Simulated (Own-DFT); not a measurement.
GaP (zincblende, strained, atoms displaced) (calculated)

Computed with Own-DFT development build. A calculation, not a measurement: plane-wave PBE density functional theory by an unreviewed code, no spin, of a simulated periodic cell, stress positive in tension, free energy of the whole cell less one offset for each atom, forces on such cells passed a denser k mesh, this cell's mesh not checked; offsets are fitted by least squares, one for each functional and potential file, so energies compare only between cells with the same atoms and settings and are not formation energies; the far tail of each file's local potential was reset to the Coulomb form; each entry is a single point on an unrelaxed cell, so the pressure reflects the starting lattice, mostly measured values (interpolated for alloys), from which strain is counted, and rises with the displacements; printed positions are rounded, which can move forces by about a meV/angstrom; the program, named Own-DFT, is a retired in-house code; no spin-orbit coupling.

```xyz
64
Lattice="10.8620 0.0000 0.0000 0.0000 10.8620 0.0000 0.0000 0.0000 10.9361" Properties=species:S:1:pos:R:3:force_x:R:1:force_y:R:1:force_z:R:1 formula=GaP functional=PBE potential_files=PseudoDojo_norm-conserving,scalar-relativistic,standard_set wave_cutoff=42 occupations=Fermi-Dirac smearing_width=0.1 hardware=one_NVIDIA_H100 k_mesh=3_x_3_x_3_centred_on_Gamma free_energy_of_cell_above_offsets=-35.188 pressure=3.16 stress_xx=-3.34 stress_yy=-3.3 stress_zz=-2.84 stress_yz=0.1 stress_xz=0.49 stress_xy=-0.17 wall_time=512.2
Ga     0.0299    10.8082     0.0374     -0.369      0.464     -0.536
Ga    10.8536     2.7202     2.7499      0.162     -0.103     -0.204
Ga     2.7029     0.0643     2.8242     -0.093     -0.976     -1.123
Ga     2.7220     2.7212     0.0284       0.04      0.248      -0.34
P      1.3690     1.3494     1.3595     -0.157      0.139      0.318
P      1.3696     4.0465     4.1179     -0.349      0.374     -0.094
P      4.0634     1.3436     4.0792      0.558      0.546      0.791
P      4.0773     4.1462     1.3574      0.063     -0.929      0.139
Ga    10.8484     0.0286     5.4657       0.27     -0.253       0.15
Ga    10.8568     2.7241     8.1735      0.091     -0.191      0.551
Ga     2.7183    10.8424     8.1711      0.235      0.269      0.119
Ga     2.7118     2.7355     5.4532      0.586     -0.067      0.245
P      1.4062     1.3978     6.8208     -0.493     -0.454      0.115
P      1.3619     4.1315     9.5659     -0.207     -0.695      0.067
P      4.0921     1.3601     9.5807     -0.182     -0.424       0.19
P      4.0713     4.0799     6.8851      0.229     -0.055     -0.732
Ga    10.8009     5.3769     0.0098      0.473      0.716     -0.252
Ga     0.0090     8.1689     2.7161     -0.308     -0.281      0.141
Ga     2.7053     5.3717     2.7511     -0.072      0.798     -0.037
Ga     2.7133     8.1074    10.9230     -0.041     -0.033      0.004
P      1.3326     6.7794     1.3602      0.029     -0.355      0.066
P      1.3630     9.4880     4.0820     -0.131      0.276      0.469
P      4.0975     6.7978     4.0778     -0.328     -0.308      0.262
P      4.0665     9.4270     1.3581     -0.352      1.072      0.171
Ga     0.0008     5.4639     5.4574     -0.091     -0.187      0.048
Ga     0.0196     8.1420     8.2232     -0.382      0.473     -0.305
Ga     2.7069     5.4292     8.1863     -0.091      0.589     -0.046
Ga     2.7228     8.1247     5.4864       0.04      0.128     -0.788
P      1.3397     6.8605     6.7999      0.068     -0.877      0.442
P      1.3819     9.4939     9.5596     -0.032      0.068       0.12
P      4.0951     6.8186     9.5314     -0.344     -0.396      0.121
P      4.0557     9.4781     6.7795      0.492      0.329      0.508
Ga     5.4733    10.8157     0.0272     -0.776     -0.154     -0.301
Ga     5.4234     2.6945     2.7369     -0.073       0.53     -0.087
Ga     8.1721    10.8576     2.7476     -0.181      0.613     -0.018
Ga     8.0481     2.6926     0.0271      0.798     -0.001     -0.208
P      6.7263     1.3400     1.3545      0.537     -0.107      0.634
P      6.8499     4.0935     4.0393     -0.607     -0.252      0.551
P      9.4968     1.4146     4.1418      0.315     -0.771     -0.766
P      9.5132     4.0610     1.3603     -0.503     -0.506      0.045
Ga     5.4651    10.8384     5.4490     -0.091      0.427      0.309
Ga     5.4219     2.7250     8.2501      0.239     -0.036     -0.269
Ga     8.1208     0.0178     8.1801      0.108     -0.287      0.213
Ga     8.1679     2.6966     5.4438      -0.56      0.632      0.307
P      6.8291     1.3895     6.8600     -0.847      0.018      -0.46
P      6.8235     4.0871     9.5639     -0.515      0.036      0.236
P      9.4426     1.3318     9.5566       0.76       0.28       0.48
P      9.5133     4.0443     6.8141     -0.023      0.558     -0.002
Ga     5.4031     5.4324    10.9094      0.566      0.457      -0.04
Ga     5.4151     8.1549     2.7146      0.409      0.006      0.228
Ga     8.1383     5.4406     2.6465      0.385      0.147      0.451
Ga     8.1629     8.1603    10.9121     -0.272      0.162      0.232
P      6.8139     6.8263     1.3700     -0.438     -0.157     -0.529
P      6.8122     9.5300     4.0858     -0.178     -0.482     -0.054
P      9.4686     6.7892     4.1138      0.281     -0.028      -0.55
P      9.4749     9.5241     1.3765      0.329      -0.26      -0.07
Ga     5.4569     5.4622     5.4787     -0.018     -0.337      -0.11
Ga     5.4408     8.1451     8.1968     -0.161      0.466     -0.035
Ga     8.1776     5.4131     8.2292      0.119      0.333     -0.379
Ga     8.1274     8.1275     5.4669      0.027       0.28      0.106
P      6.7846     6.8175     6.8740      0.345     -0.491     -0.193
P      6.7949     9.5062     9.5632      0.006     -0.005     -0.191
P      9.5045     6.8382     9.5836      0.191     -0.675     -0.128
P      9.4590     9.5293     6.8320      0.509     -0.298      0.019
```

Units: wave_cutoff in hartree; smearing_width, free_energy_of_cell_above_offsets in eV; pressure, stress_xx, stress_yy, stress_zz, stress_yz, stress_xz, stress_xy in GPa; wall_time in s; force_x, force_y, force_z in eV/Å.
